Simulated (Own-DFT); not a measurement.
## Calculated data, Si3N4 (beta silicon nitride, atoms displaced)

All values are calculated (Own-DFT development build). A calculation, not a measurement: plane-wave PBEsol density functional theory by an unreviewed code, no spin, of a simulated periodic cell, stress positive in tension, free energy of the whole cell less one offset for each atom, forces on such cells passed a denser k mesh, this cell's mesh not checked; offsets are fitted by least squares, one for each functional and potential file, so energies compare only between cells with the same atoms and settings and are not formation energies; the far tail of each file's local potential was reset to the Coulomb form; each entry is a single point on an unrelaxed cell, so the pressure reflects the starting lattice, mostly measured values (interpolated for alloys), from which strain is counted, and rises with the displacements; printed positions are rounded, which can move forces by about a meV/angstrom; the program, named Own-DFT, is a retired in-house code; no spin-orbit coupling.

Common to all runs: functional PBEsol; potential files PseudoDojo norm-conserving, scalar-relativistic, made for PBE, standard set; wave cutoff 42 hartree; occupations Fermi-Dirac; smearing width 0.1 eV; k mesh 3 x 3 x 3 centred on Gamma.

(1) Si3N4 (beta silicon nitride, atoms displaced)

```
CELL_PARAMETERS angstrom
7.60600 0.00000 0.00000
-3.80300 6.58700 0.00000
0.00000 0.00000 8.72700
ATOMIC_POSITIONS crystal
Si 0.17769 0.78172 0.08022
Si 0.22452 0.40044 0.07221
Si 0.59100 0.83077 0.08679
Si 0.81836 0.21719 0.25383
Si 0.77307 0.60106 0.24001
Si 0.41801 0.18951 0.24842
N 0.34280 0.03669 0.08216
N 0.97367 0.30199 0.08600
N 0.68897 0.65562 0.09252
N 0.66311 0.96448 0.25497
N 0.02677 0.69526 0.24258
N 0.31463 0.32921 0.24839
N 0.32492 0.66662 0.09198
N 0.66172 0.34140 0.24449
Si 0.17590 0.76168 0.41516
Si 0.22760 0.39224 0.41312
Si 0.59220 0.82298 0.41522
Si 0.82045 0.22095 0.57881
Si 0.77711 0.60134 0.58356
Si 0.40312 0.17187 0.57550
N 0.33461 0.04937 0.41224
N 0.97053 0.30200 0.41268
N 0.70261 0.66186 0.42191
N 0.66699 0.96161 0.58639
N 0.03347 0.70138 0.58452
N 0.29778 0.33092 0.58733
N 0.34547 0.68127 0.42262
N 0.66907 0.33616 0.58790
Si 0.17561 0.77166 0.74856
Si 0.22262 0.39613 0.74768
Si 0.60294 0.83077 0.75344
Si 0.82212 0.23319 0.92153
Si 0.76811 0.59452 0.92268
Si 0.40611 0.16520 0.90989
N 0.33160 0.02528 0.75658
N 0.96550 0.30320 0.75553
N 0.69273 0.66082 0.74773
N 0.66622 0.96818 0.92135
N 0.03747 0.71372 0.91258
N 0.30770 0.34430 0.91861
N 0.33094 0.66015 0.75365
N 0.66630 0.33738 0.92270
```

* free energy of cell above offsets: -2.971 eV
* pressure: 5.37 GPa
* stress xx: -5.21 GPa
* stress yy: -3.72 GPa
* stress zz: -7.19 GPa
* stress yz: -0.13 GPa
* stress xz: -0.28 GPa
* stress xy: -2.1 GPa

Force:
```
element  x (eV/Å)  y (eV/Å)  z (eV/Å)
     Si      0.74    -1.224     0.281
     Si      1.07     2.317     3.827
     Si    -0.525    -2.894    -0.222
     Si    -1.247     3.511    -1.597
     Si     1.106    -1.787     5.504
     Si      0.58    -3.095     -0.95
      N    -0.313     0.026     0.273
      N    -2.075    -1.714     0.364
      N    -3.025      3.06    -4.404
      N     0.423     0.642    -0.786
      N     1.155     1.202     1.239
      N    -5.457     2.658    -0.645
      N     1.241     0.086    -0.484
      N      4.92    -0.441     0.416
     Si    -1.215     1.802    -0.715
     Si     0.925     2.285     0.001
     Si     2.606    -0.982     1.991
     Si    -0.694     1.733     1.895
     Si     -0.33    -1.766     0.747
     Si     0.828     1.854     3.063
      N      0.17    -4.329     -0.62
      N    -0.078    -0.591      0.78
      N    -1.628     1.731    -2.524
      N     0.304     1.427    -1.123
      N     0.561     0.512    -0.948
      N     0.441    -1.127     -1.57
      N    -1.511    -4.084     -0.45
      N     0.286    -1.052    -0.453
     Si     1.754    -1.729     0.138
     Si    -0.058     2.168     1.551
     Si     -1.49    -2.888     0.125
     Si     0.155      0.34    -0.244
     Si    -0.015     0.404    -1.495
     Si    -0.759     3.445     2.923
      N    -0.079     0.699      -3.9
      N    -0.208    -0.989    -1.368
      N     0.436     0.847     1.564
      N     0.428      0.95    -0.144
      N    -1.883    -0.906     1.204
      N     2.119    -2.492    -2.633
      N     -0.06     1.329    -0.218
      N     0.402    -0.938    -0.391
```

(2) Si3N4 (beta silicon nitride, atoms displaced)

```
CELL_PARAMETERS angstrom
7.60600 0.00000 0.00000
-3.80300 6.58700 0.00000
0.00000 0.00000 8.72700
ATOMIC_POSITIONS crystal
Si 0.16200 0.76124 0.08812
Si 0.24402 0.41026 0.08921
Si 0.59576 0.81705 0.08469
Si 0.82395 0.23258 0.25172
Si 0.77443 0.59429 0.24352
Si 0.40733 0.18474 0.24706
N 0.32224 0.01400 0.08410
N 0.96599 0.29356 0.08469
N 0.69028 0.67260 0.08389
N 0.66679 0.96200 0.24754
N 0.03609 0.70671 0.24998
N 0.31497 0.33974 0.25227
N 0.33532 0.66083 0.09392
N 0.65376 0.31749 0.25524
Si 0.18055 0.77249 0.42204
Si 0.23681 0.40108 0.40435
Si 0.58288 0.82619 0.40514
Si 0.83755 0.23548 0.58509
Si 0.77197 0.59821 0.58372
Si 0.40545 0.17677 0.57562
N 0.32794 0.01113 0.42594
N 0.96163 0.30124 0.41032
N 0.69978 0.66851 0.41204
N 0.67087 0.95781 0.58790
N 0.03919 0.70950 0.58357
N 0.30547 0.32693 0.57935
N 0.33018 0.65629 0.41452
N 0.67499 0.33552 0.59457
Si 0.16436 0.75778 0.75813
Si 0.22983 0.40024 0.75886
Si 0.60724 0.83698 0.74441
Si 0.82821 0.22459 0.92534
Si 0.77880 0.60504 0.91160
Si 0.40505 0.16818 0.91192
N 0.32907 0.03439 0.74952
N 0.97895 0.31778 0.74959
N 0.70531 0.67541 0.75167
N 0.65363 0.97698 0.91384
N 0.04300 0.71040 0.92263
N 0.29441 0.33452 0.91462
N 0.34060 0.67029 0.75347
N 0.67241 0.33112 0.91050
```

* hardware: one NVIDIA H100
* free energy of cell above offsets: -1.485 eV
* pressure: 6.03 GPa
* stress xx: -5.15 GPa
* stress yy: -4.28 GPa
* stress zz: -8.67 GPa
* stress yz: 0.21 GPa
* stress xz: -0.48 GPa
* stress xy: 0.62 GPa
* wall time: 95.7 s

Force:
```
element  x (eV/Å)  y (eV/Å)  z (eV/Å)
     Si     4.414     0.647     0.056
     Si    -2.103    -0.534    -2.184
     Si    -4.724     3.358    -1.437
     Si    -0.621    -1.957    -1.359
     Si    -1.238    -0.491     2.006
     Si     0.911    -5.882     0.082
      N    -0.263      3.94     0.221
      N     2.089     1.121     1.792
      N     5.684    -3.272    -1.152
      N     0.094     2.495    -0.917
      N    -1.668    -1.399     1.701
      N      0.03    -0.847     -2.16
      N     -1.55     0.991    -0.386
      N      1.83     3.655      -0.6
     Si     0.036    -4.262    -0.709
     Si    -2.539     0.843     5.301
     Si     2.071    -1.404     3.519
     Si     -1.77    -1.118     0.049
     Si     0.222    -0.422    -0.979
     Si     2.364    -0.967      2.75
      N     0.393     6.197    -2.653
      N     2.894     0.785      1.28
      N     0.026      0.05    -0.036
      N     0.169     4.263    -5.197
      N    -1.668     -1.33     1.093
      N    -2.544     1.234    -0.285
      N     -1.14     0.624    -0.048
      N    -0.754    -0.349    -1.184
     Si     3.629     2.524     -2.89
     Si     -0.05     3.045    -4.446
     Si    -2.237    -3.074     3.924
     Si    -1.339     1.402    -2.866
     Si    -0.381    -2.397     1.298
     Si     0.328     0.705     1.221
      N    -0.374    -1.626    -1.031
      N    -0.632    -1.446     1.125
      N     0.427      0.23    -0.407
      N     1.554    -2.202     1.018
      N    -3.425    -1.979    -0.254
      N     3.293    -2.205     3.626
      N    -0.361    -0.746    -0.019
      N    -1.081     1.801     1.135
```

(3) Si3N4 (beta silicon nitride, atoms displaced)

```
CELL_PARAMETERS angstrom
7.60600 0.00000 0.00000
-3.80300 6.58700 0.00000
0.00000 0.00000 8.72700
ATOMIC_POSITIONS crystal
Si 0.17045 0.76628 0.09486
Si 0.22177 0.39725 0.08575
Si 0.59437 0.83653 0.07359
Si 0.83414 0.24649 0.25900
Si 0.76194 0.59446 0.24344
Si 0.40009 0.16660 0.26639
N 0.35234 0.04217 0.08006
N 0.97227 0.30176 0.08199
N 0.69133 0.66927 0.07876
N 0.67485 0.97837 0.25350
N 0.01786 0.69297 0.25577
N 0.29716 0.33279 0.25140
N 0.33933 0.66856 0.08699
N 0.66520 0.34015 0.25033
Si 0.16988 0.75285 0.41372
Si 0.23614 0.40264 0.43263
Si 0.59582 0.82966 0.42292
Si 0.82130 0.22769 0.56889
Si 0.77423 0.60267 0.59524
Si 0.40701 0.17869 0.58977
N 0.33428 0.03422 0.40781
N 0.96171 0.29450 0.41966
N 0.69501 0.66643 0.41590
N 0.65949 0.96179 0.57910
N 0.03009 0.69830 0.58561
N 0.30666 0.33865 0.57651
N 0.32927 0.66558 0.41073
N 0.66372 0.32487 0.58894
Si 0.17996 0.78486 0.75187
Si 0.23039 0.40581 0.74377
Si 0.60494 0.85024 0.74884
Si 0.83150 0.23083 0.91600
Si 0.77461 0.59523 0.92225
Si 0.39644 0.17629 0.91187
N 0.32585 0.03416 0.73850
N 0.97087 0.30093 0.74219
N 0.70716 0.66425 0.74674
N 0.66978 0.96640 0.92014
N 0.02313 0.68980 0.91526
N 0.31569 0.34069 0.91105
N 0.34011 0.65778 0.76345
N 0.68483 0.34568 0.91427
```

* hardware: one NVIDIA H100
* free energy of cell above offsets: -0.095 eV
* pressure: 6.9 GPa
* stress xx: -4.51 GPa
* stress yy: -4.41 GPa
* stress zz: -11.77 GPa
* stress yz: 4.07 GPa
* stress xz: -0.07 GPa
* stress xy: -0.13 GPa
* wall time: 94.2 s

Force:
```
element  x (eV/Å)  y (eV/Å)  z (eV/Å)
     Si     1.521     0.775    -2.751
     Si     2.717     2.471    -0.583
     Si     0.061    -2.776     5.955
     Si    -2.257    -1.989    -3.745
     Si    -1.854    -0.015     1.496
     Si     0.368     6.009    -9.067
      N    -1.387    -2.324     1.151
      N    -1.102    -0.653     0.728
      N     0.487     0.575     0.323
      N     0.064    -0.126    -0.538
      N     1.261     0.623    -1.009
      N     0.457    -1.069     1.538
      N    -1.994     -0.62     0.062
      N      0.73    -1.126     0.391
     Si    -1.645     2.261      1.55
     Si    -3.429     2.387    -8.458
     Si     0.165    -2.624    -4.733
     Si    -1.662    -0.253     5.114
     Si     1.139    -2.647    -5.501
     Si     0.862     1.039    -4.799
      N    -0.402    -5.653     8.225
      N     4.087     2.236    -0.664
      N     0.246     0.284     1.142
      N     0.158      3.45     1.741
      N     1.313     0.745    -0.467
      N     2.866    -2.286     5.553
      N     1.642    -0.876     0.964
      N    -0.399     1.545    -0.347
     Si     0.859    -4.893     0.286
     Si     0.269     0.186      1.66
     Si     0.734    -6.017     0.856
     Si    -1.059     1.334    -0.622
     Si    -2.211    -0.054     -1.55
     Si     3.842     0.687     1.315
      N     0.013     -0.12     3.687
      N    -0.024    -1.259    -0.083
      N    -3.749     3.111      4.33
      N     0.365     4.049    -3.605
      N     3.091     2.813     1.216
      N     -2.71     0.181     0.387
      N    -1.727     4.216     -1.14
      N    -1.707    -3.597    -0.007
```

(4) Si3N4 (beta silicon nitride, atoms displaced)

```
CELL_PARAMETERS angstrom
7.60600 0.00000 0.00000
-3.80300 6.58700 0.00000
0.00000 0.00000 8.72700
ATOMIC_POSITIONS crystal
Si 0.18060 0.77305 0.09311
Si 0.23170 0.40226 0.08711
Si 0.58681 0.82344 0.07888
Si 0.81681 0.21937 0.24947
Si 0.75432 0.58867 0.25290
Si 0.39381 0.18078 0.24653
N 0.33782 0.03220 0.08660
N 0.97357 0.30047 0.07401
N 0.69898 0.66816 0.08239
N 0.68425 0.98758 0.25647
N 0.03578 0.70225 0.24753
N 0.30152 0.32786 0.24682
N 0.32788 0.67128 0.08945
N 0.66972 0.32235 0.25586
Si 0.17477 0.76558 0.41886
Si 0.22855 0.40261 0.42507
Si 0.59421 0.82579 0.41975
Si 0.81753 0.23232 0.57709
Si 0.76964 0.59627 0.59222
Si 0.41329 0.17041 0.58514
N 0.33063 0.02629 0.41692
N 0.96733 0.30252 0.40659
N 0.70679 0.67601 0.41715
N 0.70194 0.97969 0.57925
N 0.01831 0.69006 0.57689
N 0.30933 0.32734 0.57684
N 0.33786 0.66302 0.41398
N 0.65136 0.33683 0.58121
Si 0.17426 0.77642 0.75262
Si 0.22646 0.40468 0.75211
Si 0.60025 0.83644 0.75184
Si 0.82511 0.22918 0.92223
Si 0.76472 0.58858 0.91763
Si 0.39505 0.16830 0.91338
N 0.33181 0.03058 0.75719
N 0.95707 0.30087 0.74954
N 0.70463 0.67290 0.75509
N 0.65679 0.94700 0.91989
N 0.03490 0.71902 0.91807
N 0.29339 0.32387 0.91351
N 0.33520 0.66627 0.74872
N 0.67136 0.33439 0.91281
```

- hardware: one NVIDIA H100
- free energy of cell above offsets: -2.327 eV
- pressure: 5.66 GPa
- stress xx: -4.03 GPa
- stress yy: -8.43 GPa
- stress zz: -4.52 GPa
- stress yz: -0.63 GPa
- stress xz: -0.43 GPa
- stress xy: 1.24 GPa
- wall time: 89.7 s

Force:
```
element  x (eV/Å)  y (eV/Å)  z (eV/Å)
     Si    -2.132     0.303    -2.486
     Si    -1.008     1.406    -1.651
     Si     0.762    -1.094     4.193
     Si     1.733     6.616     -1.58
     Si     3.063    -0.491    -0.548
     Si     5.741     -2.87     1.478
      N     -0.37     0.608    -1.024
      N      0.01     -0.42     2.811
      N    -1.085     -0.03     0.751
      N    -0.722    -9.551    -1.326
      N    -2.174    -0.948     1.976
      N    -3.166     2.318     1.492
      N     2.752    -2.115    -0.177
      N    -3.913     2.192    -0.483
     Si    -0.298    -0.374    -1.399
     Si    -0.221    -0.081    -2.081
     Si     0.981     0.618    -1.156
     Si     0.382     2.555     0.067
     Si    -1.875    -0.249     -1.84
     Si     -2.91    -1.465    -0.779
      N    -0.019     0.395      0.22
      N      1.01     0.719     2.374
      N    -0.619    -0.208     0.947
      N    -1.696    -2.381     1.381
      N     2.835     1.526      2.02
      N    -1.809     0.245     2.529
      N    -0.902     0.475     0.617
      N     4.548     0.482     0.207
     Si     0.113    -2.546    -0.508
     Si    -0.185    -0.236    -1.671
     Si     0.596    -2.554    -2.195
     Si    -0.899    -0.975    -2.104
     Si     1.201      1.28     0.447
     Si     1.891     1.797     2.811
      N     0.393    -0.376    -3.149
      N     1.506     0.313    -0.409
      N    -1.066      0.49    -0.507
      N     0.144     5.743    -1.016
      N    -0.106    -0.794     0.754
      N    -0.223     0.476      0.95
      N    -0.731     0.891    -0.291
      N    -1.534    -1.693     0.356
```

(5) Si3N4 (beta silicon nitride, atoms displaced)

```
CELL_PARAMETERS angstrom
7.60600 0.00000 0.00000
-3.80300 6.58700 0.00000
0.00000 0.00000 8.72700
ATOMIC_POSITIONS crystal
Si 0.17752 0.77865 0.07715
Si 0.23256 0.40328 0.07606
Si 0.59944 0.82333 0.07081
Si 0.82758 0.22973 0.26002
Si 0.76017 0.58353 0.25488
Si 0.39865 0.16558 0.25217
N 0.34460 0.03587 0.06958
N 0.95574 0.30088 0.07487
N 0.70031 0.67386 0.07792
N 0.66700 0.96366 0.24570
N 0.03285 0.69003 0.25681
N 0.29239 0.31776 0.24215
N 0.32041 0.66091 0.08109
N 0.66268 0.32033 0.24111
Si 0.17121 0.76429 0.41932
Si 0.23123 0.39564 0.40600
Si 0.59484 0.83004 0.41713
Si 0.82877 0.23721 0.58632
Si 0.77010 0.60087 0.59103
Si 0.41445 0.17580 0.57884
N 0.33578 0.03419 0.40848
N 0.97437 0.30780 0.41859
N 0.69118 0.65998 0.42151
N 0.66908 0.97976 0.58163
N 0.04076 0.70114 0.57910
N 0.28278 0.33095 0.58521
N 0.32477 0.66085 0.41648
N 0.65839 0.33332 0.58164
Si 0.17683 0.78371 0.75657
Si 0.22638 0.40454 0.74896
Si 0.60898 0.83065 0.74947
Si 0.82402 0.23683 0.91612
Si 0.77270 0.59926 0.91644
Si 0.40640 0.17899 0.91942
N 0.32512 0.01665 0.75351
N 0.98089 0.31351 0.76256
N 0.69743 0.66443 0.75654
N 0.65244 0.96267 0.93129
N 0.02524 0.70169 0.91455
N 0.30507 0.32684 0.91735
N 0.32980 0.65518 0.76360
N 0.66767 0.33876 0.92669
```

- hardware: one NVIDIA H100
- free energy of cell above offsets: -1.256 eV
- pressure: 6.02 GPa
- stress xx: -4.16 GPa
- stress yy: -6.35 GPa
- stress zz: -7.55 GPa
- stress yz: 2.96 GPa
- stress xz: -0.27 GPa
- stress xy: 0.76 GPa
- wall time: 94.9 s

Force:
```
element  x (eV/Å)  y (eV/Å)  z (eV/Å)
     Si     0.309    -1.793     1.673
     Si    -2.675     0.485     0.288
     Si    -2.783    -3.344     7.184
     Si    -0.509    -0.764    -3.808
     Si     1.101     0.425    -1.371
     Si     1.646     1.332    -4.125
      N    -0.978    -2.166     4.429
      N     3.458     0.752     3.743
      N     1.707    -1.423     1.784
      N     0.496     0.473     0.954
      N    -2.143     0.355    -2.368
      N      -0.1     0.139     0.134
      N      2.14     0.598     0.122
      N    -1.327     1.479      1.29
     Si     1.609     0.761    -1.781
     Si    -0.851     2.289     2.114
     Si    -1.045    -1.772     -1.31
     Si     0.365     1.508     0.516
     Si     1.461    -0.799    -1.736
     Si    -3.894    -1.538     1.177
      N    -0.256     -2.26     3.445
      N    -0.576    -0.798     0.572
      N     -0.42     0.703     0.189
      N     0.669    -1.094     1.038
      N    -3.116    -0.758     3.402
      N     3.621    -2.373    -1.862
      N     2.366     0.548     0.001
      N     3.121     1.899     0.604
     Si     1.703    -7.108    -1.437
     Si     2.244     0.952     1.425
     Si    -3.979    -0.959     1.526
     Si    -1.342    -1.367     0.799
     Si    -0.062    -1.699     1.664
     Si     1.788       0.4    -2.728
      N     0.824     7.841    -1.216
      N    -3.769    -2.469    -2.527
      N    -0.131     1.058    -1.619
      N     0.826     5.218    -8.713
      N     0.563     0.825     0.437
      N    -1.751     0.763    -1.322
      N     0.045     3.934    -1.002
      N    -0.355    -0.254    -1.587
```
